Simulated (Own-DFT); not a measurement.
SiC (4H silicon carbide, atoms displaced) (calculated)

All values are calculated (Own-DFT development build). A calculation, not a measurement: plane-wave PBE density functional theory by an unreviewed code, no spin, of a simulated periodic cell, stress positive in tension, free energy of the whole cell less one offset for each atom, forces on such cells passed a denser k mesh, this cell's mesh not checked; offsets are fitted by least squares, one for each functional and potential file, so energies compare only between cells with the same atoms and settings and are not formation energies; the far tail of each file's local potential was reset to the Coulomb form; each entry is a single point on an unrelaxed cell, so the pressure reflects the starting lattice, mostly measured values (interpolated for alloys), from which strain is counted, and rises with the displacements; printed positions are rounded, which can move forces by about a meV/angstrom; the program, named Own-DFT, is a retired in-house code; no spin-orbit coupling.

Settings shared by all entries: functional PBE; potential files PseudoDojo norm-conserving, scalar-relativistic, standard set; wave cutoff 42 hartree; occupations Fermi-Dirac; smearing width 0.1 eV; hardware one NVIDIA H100; k mesh 4 x 4 x 3 centred on Gamma.

(1) 
```xyz
72
Lattice="9.2481 0.0000 0.0000 -4.6241 8.0091 0.0000 0.0000 0.0000 10.0681" Properties=species:S:1:pos:R:3:force_x:R:1:force_y:R:1:force_z:R:1 formula=SiC free_energy_of_cell_above_offsets=-10.075 pressure=3.99 stress_xx=-3.68 stress_yy=-2.5 stress_zz=-5.8 stress_yz=-0.16 stress_xz=0.54 stress_xy=0.31 wall_time=373.9
Si    -4.5886     8.0030     4.0708     -0.839      0.553      0.638
Si     0.0224     1.8151     1.5963      0.182      -1.31     -0.682
C     -4.6012     8.0010     0.9663      0.546      0.313     -0.256
C     -0.0018     1.7782     3.4678      0.257     -0.205      0.019
Si     7.7233     2.6241     4.1224     -0.273      1.362     -0.909
Si    -1.4627     4.4452     1.6006     -2.143     -0.842     -1.243
C      7.7242     2.5894     1.0047     -0.186       1.87     -1.875
C     -1.5569     4.4637     3.4004      0.254       0.04      2.561
Si    -3.0764     5.3965     4.0858     -0.248     -1.645     -0.234
Si    -3.0002     7.1003     1.5875     -1.907     -0.017     -1.071
C      6.1411     5.3146     0.8957      1.859      0.333      0.913
C     -3.0904     7.1196     3.4359      0.809      0.178       0.81
Si    -1.5203     7.9889     4.0796     -0.806      1.292        0.5
Si     3.0653     1.8207     1.5307      0.074      0.134      0.547
C      3.0589     0.0370     0.9614      1.275     -0.398     -0.686
C      3.0471     1.7952     3.4300      0.767     -0.291      0.424
Si     1.5205     2.6774     4.0378      0.238       -0.1      1.142
Si     1.4933     4.4876     1.5601      1.437     -0.407      0.156
C      1.5231     2.7098     0.8802      0.175     -0.013      0.467
C      1.4434     4.4414     3.4474      1.622      0.615      0.411
Si    -0.0135     5.3658     4.1228     -0.556     -0.463     -1.704
Si     0.0387     7.1381     1.6371     -0.878      0.248     -1.986
C     -0.0104     5.3527     0.9672      0.196      0.637     -0.461
C     -0.0149     7.1414     3.4517      0.701     -0.388      0.964
Si     6.1680     0.0031     4.0540       0.09      0.828      0.658
Si     6.1765     1.7357     1.5389     -0.423      1.262      0.837
C      6.1483     0.0167     0.9420      0.655     -0.962     -0.446
C      6.1739     1.8479     3.4367     -0.358      -1.56      0.847
Si     4.6306     2.6745     4.1263     -0.488      0.216     -1.818
Si     4.6755     4.4277     1.5455     -1.657      1.347      0.876
C      4.6325     2.7188     0.9899      0.123     -1.737     -1.847
C      4.6005     4.4639     3.4608      0.701      0.008      0.307
Si     3.0905     5.3246     4.1320     -0.756      0.411     -1.478
Si     3.1419     7.1108     1.6335     -0.858      0.257     -2.231
C      3.0598     5.3677     0.9439      0.424     -0.584     -0.436
C      3.0911     7.1666     3.4319     -0.044     -1.046      1.818
Si     9.2177     0.0099     9.1226      0.723     -0.619      0.229
Si     4.6637     6.1755     6.5984     -0.764      2.135      0.338
C      9.1915     0.0284     5.9842      2.134     -1.295     -0.527
C      4.6219     6.1870     8.4868      0.294      0.699     -0.035
Si     6.1746     5.3177     9.1215      0.076      0.418     -0.315
Si     6.1021     3.5715     6.6395      1.592     -0.381     -1.482
C     -3.0742     5.3669     5.9984      0.711     -0.769     -0.462
C      6.1577     3.5131     8.4830     -0.171      1.167      0.255
Si     7.6831     2.6896     9.0809      0.843     -1.277      1.409
Si     7.7073     0.8620     6.5953     -0.107      0.662      0.051
C     -1.4922     2.6520     5.9822     -1.683      0.284      0.232
C      7.7145     0.8839     8.4599     -0.567      0.295      0.618
Si     6.1366     0.0271     9.0671       0.83     -0.423      1.475
Si     1.5022     6.2950     6.6580      0.843       -2.1     -1.272
C      1.5485     7.9826     6.0127     -0.285       1.25     -1.193
C      1.5230     6.2361     8.4973     -0.277      0.019      0.284
Si     3.0525     5.3475     9.0499      0.669      0.482      1.914
Si     3.1405     3.5608     6.5936     -1.778      0.351     -0.031
C      3.1517     5.3451     5.9730     -1.644     -0.118      0.611
C      3.0889     3.5896     8.4990      0.002     -0.443     -0.776
Si     4.6138     2.7015     9.0967     -0.127     -0.803      1.337
Si     4.6525     0.8893     6.6570     -0.467      0.038     -1.657
C      4.5914     2.6696     5.9571      1.324     -0.543      0.951
C      4.6296     0.8877     8.4686     -0.879      0.671      1.316
Si    -1.5787     7.9845     9.1109      0.703      0.917      0.521
Si    -1.5206     6.2143     6.6299       0.04      0.688      -0.19
C      3.1258     0.0119     6.0041     -0.629     -0.451     -0.469
C     -1.4681     6.2498     8.5249     -1.303     -1.192     -0.304
Si     0.0114     5.3121     9.1670     -0.017      0.611     -0.389
Si     0.0030     3.5609     6.5745      0.679      0.119      0.215
C     -0.0101     5.3525     5.9222      0.346      -0.07      1.903
C     -0.0200     3.5644     8.4958      0.159      0.313     -0.474
Si     1.5486     2.7184     9.0640     -0.381     -1.213      0.485
Si     1.5563     0.8983     6.6566     -0.387     -0.214     -2.803
C      1.5746     2.6668     5.9730     -0.196      0.379     -0.066
C      1.5432     0.8745     8.4249      -0.27      0.475      2.767
```

Units: free_energy_of_cell_above_offsets in eV; pressure, stress_xx, stress_yy, stress_zz, stress_yz, stress_xz, stress_xy in GPa; wall_time in s; force_x, force_y, force_z in eV/Å.

(2) 
```xyz
72
Lattice="9.2481 0.0000 0.0000 -4.6241 8.0091 0.0000 0.0000 0.0000 10.0681" Properties=species:S:1:pos:R:3:force_x:R:1:force_y:R:1:force_z:R:1 formula=SiC free_energy_of_cell_above_offsets=-10.398 pressure=3.78 stress_xx=-3.93 stress_yy=-3.28 stress_zz=-4.12 stress_yz=0.15 stress_xz=-0.34 stress_xy=-0.81 wall_time=354.9
Si     9.2041     0.0042     4.1037      1.395      0.911      0.506
Si     0.0130     1.7828     1.5787      0.533     -0.619      0.086
C      4.6291     7.9786     0.9535     -0.411      0.419     -0.303
C      0.0025     1.7883     3.5126     -0.422     -0.242     -1.001
Si    -1.5247     2.6861     4.0639     -0.531     -0.128      0.858
Si    -1.5186     4.4311     1.5943     -0.682     -0.697      0.208
C      7.7066     2.6226     0.9753      0.917        1.3     -1.377
C     -1.5675     4.4446     3.4714      0.205      1.023      0.028
Si     6.1107     5.3768     4.0815      0.891       -0.6     -0.059
Si    -3.0609     7.1325     1.5820     -0.991       -0.7     -0.527
C      6.1826     5.2826     0.9625      0.354      1.244       0.25
C     -3.1218     7.1642     3.4388      0.573     -0.724      0.854
Si    -1.5498     7.9978     4.0720      0.078      0.741      0.188
Si     3.0614     1.7358     1.5506      1.155      0.857      1.248
C     -1.5388     7.9939     0.9470     -0.236     -0.178     -0.076
C      3.0377     1.7677     3.4802      0.898     -0.013     -0.627
Si     1.5091     2.6802     4.0990      0.982     -0.659          1
Si     1.5716     4.4627     1.5541      0.109     -1.242      1.171
C      1.6114     2.6331     0.9220      -1.87      0.968      -0.14
C      1.5574     4.3904     3.5047     -0.118      2.198     -1.062
Si    -0.0122     5.3855     4.0619      0.536     -1.758       0.63
Si    -0.0617     7.1194     1.6030       1.34     -0.428     -0.142
C     -0.0109     5.2968     1.0060       0.32      0.726     -0.891
C      0.0315     7.1244     3.4761     -0.631      0.273      0.011
Si     1.5934     7.9678     4.0931     -0.546      1.267        0.1
Si     6.2045     1.8349     1.5667     -1.745     -1.963      0.448
C      1.4788     7.9566     0.9848      0.827      1.006     -0.972
C      6.1609     1.8110     3.4641      0.881     -1.169      0.037
Si     4.6542     2.6488     4.0817     -1.254      0.397       0.36
Si     4.6416     4.4579     1.5727     -0.457     -0.661     -0.101
C      4.6190     2.6704     0.9801      0.186     -0.164      -0.95
C      4.6170     4.4449     3.4287      0.569     -0.202      0.801
Si     3.1540     5.3039     4.1296     -1.703      0.007     -0.292
Si     3.0471     7.1088     1.6182      0.591       0.22     -0.685
C      3.1054     5.3320     0.9682     -0.186      0.608     -0.419
C      3.1399     7.1150     3.5079     -1.321     -0.935     -0.415
Si     9.2240     0.0173     9.0846      1.039      -0.67      1.179
Si     4.6243     6.2422     6.6053       0.08     -0.257      0.107
C      0.0045     0.0248     6.0036     -0.429     -0.567     -0.355
C      4.6779     6.2198     8.4812     -1.092       0.48      0.675
Si    -3.0694     5.3596     9.1896      -0.08     -0.354     -1.344
Si     6.1591     3.6060     6.5925        0.5     -1.145      0.192
C      6.1710     5.3207     5.9961     -0.605      1.369     -1.135
C      6.0925     3.5735     8.4751       1.34      0.358      0.547
Si     7.6490     2.6780     9.0780      0.536     -0.155      0.769
Si     7.6386     0.8444     6.6383      2.108      1.792     -0.404
C     -1.5508     2.6875     5.9534     -0.072     -0.421      0.898
C      7.7088     0.8623     8.5234     -1.022      0.521      -0.55
Si     1.5339     7.9607     9.0476     -0.167      1.111      2.304
Si     1.4880     6.2213     6.6631       1.08     -0.235     -1.388
C      6.1986     0.0043     5.9928     -1.896      -0.85     -0.154
C      1.5349     6.2152     8.5159     -0.146     -0.561      0.205
Si     3.1000     5.3755     9.1435      0.371     -0.975     -0.231
Si     3.0989     3.6005     6.6335      0.193     -1.068      0.078
C      3.0926     5.3018     6.0042     -0.192      1.798      0.059
C      3.0508     3.5345     8.5163      0.864       1.15      0.025
Si     4.6157     2.6564     9.1093     -0.469      0.812      1.003
Si     4.5954     0.9233     6.6186      0.992      0.496     -0.679
C      4.6547     2.7438     6.0025     -0.554     -1.176     -0.662
C      4.6375     0.9281     8.4914     -0.201     -1.208      0.119
Si     3.1201     0.0025     9.1529     -1.157      0.661     -0.953
Si    -1.5729     6.2177     6.5685      1.005      0.869      0.489
C      3.1147     0.0533     5.9445     -0.668     -1.571      0.402
C     -1.5752     6.2861     8.4784      0.937     -1.222      0.642
Si     0.0006     5.3130     9.1816     -0.691      0.379     -0.839
Si    -0.0543     3.6067     6.6672      1.455     -1.482      -2.47
C      0.0089     5.3219     5.9769     -0.797      0.933     -0.112
C      0.0002     3.5500     8.4572     -0.705      0.366       2.31
Si     1.5497     2.6632     9.0963     -0.505      0.258       0.47
Si     1.5599     0.8645     6.6046      -0.03      1.637      0.031
C      1.6465     2.6965     5.9884     -2.403      -0.58      0.143
C      1.4966     0.9431     8.5022      1.144     -1.576     -0.116
```

Units: free_energy_of_cell_above_offsets in eV; pressure, stress_xx, stress_yy, stress_zz, stress_yz, stress_xz, stress_xy in GPa; wall_time in s; force_x, force_y, force_z in eV/Å.

(3) 
```xyz
72
Lattice="9.2481 0.0000 0.0000 -4.6241 8.0091 0.0000 0.0000 0.0000 10.0681" Properties=species:S:1:pos:R:3:force_x:R:1:force_y:R:1:force_z:R:1 formula=SiC free_energy_of_cell_above_offsets=-10.611 pressure=3.82 stress_xx=-2.98 stress_yy=-3.6 stress_zz=-4.86 stress_yz=0.49 stress_xz=0.24 stress_xy=0.39 wall_time=367.1
Si     0.0226     0.0220     4.0814     -0.045      -0.82      0.249
Si    -0.0269     1.7826     1.5861       0.62      0.264     -0.901
C     -0.0146     0.0481     0.9138      0.327     -0.986      0.881
C      0.0173     1.7786     3.4028     -0.052     -0.216      1.669
Si     7.7214     2.6399     4.0778      0.045       0.06      0.315
Si    -1.5948     4.4712     1.5699      1.678     -1.069      0.219
C     -1.5250     2.6608     0.9632     -0.977       0.37     -0.006
C     -1.4992     4.3774     3.4494     -1.078      1.306     -0.019
Si    -3.0762     5.3870     4.0485      0.504     -2.122      1.427
Si    -3.1028     7.1231     1.5505      0.515      0.164      -0.24
C     -3.0737     5.3243     0.9897     -0.914      0.759      -1.47
C     -3.0797     7.0602     3.4114      0.246      2.323      0.328
Si     3.1054     0.0353     4.0713     -0.693     -1.882      0.954
Si     3.0591     1.7398     1.5772      0.726      0.976     -0.166
C      3.1471     0.0071     0.9279     -1.865     -0.111      0.041
C      3.0733     1.7169     3.4499      0.449      1.917      0.124
Si     1.5589     2.6453     4.0559     -0.279       0.54      0.544
Si     1.5368     4.4565     1.5826      -0.22     -0.327     -0.582
C      1.5363     2.6370     0.9760     -0.131      0.587     -0.767
C      1.5425     4.4808     3.4475     -0.119     -0.828      0.715
Si    -0.0350     5.3148     4.0628      0.434      0.795      0.745
Si    -0.0352     7.1176     1.5936      1.221     -0.415      0.341
C     -0.0269     5.3407     0.9105      0.232     -0.008      1.287
C      0.0204     7.1491     3.5225      -0.29     -0.668     -1.072
Si     6.2007     0.0443     4.0902     -0.768     -0.927      0.356
Si     6.1428     1.7458     1.5613      0.226      0.815     -0.037
C      1.5186     8.0010     0.9665      0.117     -0.452     -0.717
C      6.1825     1.7572     3.4557     -0.329      0.836      0.248
Si     4.6349     2.6686     4.1246      0.002     -0.143     -1.208
Si     4.6385     4.4446     1.5855     -0.495     -0.006     -0.016
C      4.6141     2.6986     0.9610     -0.155     -1.027     -0.498
C      4.6853     4.4370     3.4531     -1.565      0.144      0.623
Si     3.0450     5.3477     4.1124      1.295      0.149     -0.721
Si     3.0819     7.1285     1.5721     -0.251     -0.491      0.088
C      3.0795     5.2954     0.9282      0.275      0.904      0.177
C      3.0666     7.1396     3.5125      0.859     -0.255     -1.118
Si     0.0504     0.0325     9.1503     -1.241     -0.867     -1.547
Si     4.6329     6.2408     6.5699      0.201     -0.321      0.993
C      4.6245     7.9586     5.9834      0.291      2.077      -0.36
C      4.6664     6.1948     8.4757     -0.931      0.881      0.562
Si    -3.0724     5.3380     9.1169     -0.591      -0.96      0.227
Si     6.1293     3.5151     6.6398      0.666       1.07     -1.287
C      6.1272     5.3474     5.9915      0.999     -0.804     -0.871
C      6.1361     3.5193     8.4694       0.58      0.298      1.519
Si    -1.5084     2.6772     9.1755     -0.874      -0.34     -1.071
Si     7.7147     0.9193     6.6041      0.268     -1.174      0.283
C     -1.5077     2.6525     5.9896     -0.794      0.529     -0.484
C      7.7174     0.8971     8.4925     -0.055     -0.267      0.536
Si     1.5183     7.9537     9.1044       0.94      1.228      0.634
Si     1.5464     6.2775     6.5711     -1.018     -0.839      0.678
C      6.1582     0.0005     5.9744      0.226       1.18       0.05
C      1.5342     6.2160     8.4999      0.636     -0.399     -0.574
Si     3.1089     5.2856     9.0965       0.05      1.181      0.271
Si     3.0719     3.5770     6.5786     -0.266      0.429      0.341
C      3.0805     5.4194     5.9728     -0.455     -1.673      0.142
C      3.1051     3.5218     8.4946     -0.982       0.75     -0.752
Si     4.5729     2.6727     9.1085       1.75      -0.76      0.815
Si     4.6292     0.8896     6.6262     -0.882     -0.363     -0.916
C      4.5742     2.6808     5.9723       0.79     -0.535      0.341
C      4.6170     0.8606     8.4868      0.392      0.684      0.259
Si     3.1074     0.0577     9.1309     -1.095     -1.541     -0.657
Si    -1.5201     6.2101     6.6108     -2.725      1.113      0.537
C     -1.5898     7.9948     5.9720      1.048      0.408      0.179
C     -1.6108     6.2105     8.5029      2.147      1.014      0.201
Si     0.0294     5.3470     9.1430     -1.335      0.459     -0.707
Si    -0.0091     3.5731     6.6416      0.152      0.365     -0.662
C     -0.1025     5.3917     5.9815      3.222     -1.775     -0.746
C      0.0134     3.5992     8.5183     -0.098     -0.499      0.073
Si     1.5495     2.7030     9.1080     -0.336     -0.477      0.732
Si     1.5625     0.9044     6.6616     -0.708     -0.763     -2.129
C      1.5470     2.6556     5.9968       -0.4      0.718      -0.74
C      1.5207     0.9372     8.4489      0.886     -0.185       2.34
```

Units: free_energy_of_cell_above_offsets in eV; pressure, stress_xx, stress_yy, stress_zz, stress_yz, stress_xz, stress_xy in GPa; wall_time in s; force_x, force_y, force_z in eV/Å.
